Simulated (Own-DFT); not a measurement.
# Which defects push the lattice out? 2H SiC

Calculated, not measured: single-point runs of Own-DFT, a retired in-house plane-wave DFT program that no person has reviewed, on unrelaxed cells, without spin or spin-orbit coupling.

Settings: PBE; PseudoDojo norm-conserving scalar-relativistic files; cutoff 42 hartree; 4 x 4 x 3 k mesh centred on Gamma; Fermi-Dirac smearing of 0.1 eV.

Keep in mind (not all hold for every row): some atoms lie very close together; not probed for a lower state with spin; forces on such cells passed a denser k mesh, each cell not checked; stress not checked against mesh or cutoff.

All runs share one cell, with vectors in Å (9.248, 0.000, 0.000); (-4.624, 8.009, 0.000); (0.000, 0.000, 10.068) and a volume of 745.7 Å³. The atoms are randomly displaced, by u rms on each axis. The defect's site can differ from row to row.

| cell | formula | u (Å) | P (GPa) |
|---|---|---|---|
| no defect | C36Si36 | 0.0295 | 3.90 |
| no defect | C36Si36 | 0.0629 | 7.22 |
| no defect | C36Si36 | 0.0629 | 6.61 |
| one Si on a C site | C35Si37 | 0.0323 | 10.66 |
| one Si on a C site | C35Si37 | 0.0331 | 10.62 |
| one Si on a C site | C35Si37 | 0.0478 | 11.34 |
| one Si on a C site | C35Si37 | 0.0512 | ? |
| one Al on a Si site and one N on a C site | AlC35NSi35 | 0.0278 | 3.99 |
| one Al on a Si site and one N on a C site | AlC35NSi35 | 0.0486 | 5.08 |
| one Al on a Si site and one N on a C site | AlC35NSi35 | 0.0499 | 5.44 |
| one C on a Si site and one Si on a C site | C36Si36 | 0.0313 | 7.21 |
| one C on a Si site and one Si on a C site | C36Si36 | 0.0446 | 8.91 |
| one C on a Si site and one Si on a C site | C36Si36 | 0.0514 | 8.57 |
| two Al on a Si site each | Al2C36Si34 | 0.0273 | 5.82 |
| two Al on a Si site each | Al2C36Si34 | 0.0306 | 6.04 |
| two Al on a Si site each | Al2C36Si34 | 0.0510 | 7.17 |

## Working it out

P = P0 + c u² + a shift for each defect gives P0 = 3.39 GPa, c = 864 ± 92 GPa/Å² and a scatter of 0.33 GPa. The shifts, and each times the cell's volume:

- one Si on a C site: 6.21 ± 0.30 GPa, 28.9 eV
- one C on a Si site and one Si on a C site: 3.23 ± 0.28 GPa, 15.0 eV
- two Al on a Si site each: 1.72 ± 0.30 GPa, 8.0 eV (4.0 eV for each of its 2 sites)
- one Al on a Si site and one N on a C site: -0.17 ± 0.28 GPa, -0.8 eV (not resolved)

Positive is outwards. The product with the volume (160.2 GPa Å³ to the eV) is nearly free of the cell's size; divided by the bulk modulus at the cell's pressure it gives the volume that the defect adds. The atoms around the defects weren't relaxed, which would change these numbers.

## The run left out

Q: what pressure belongs in the blank (one Si on a C site, u = 0.0512 Å)?

The fit gives 11.86 ± 0.39 GPa. The hidden result is 12.13 GPa.
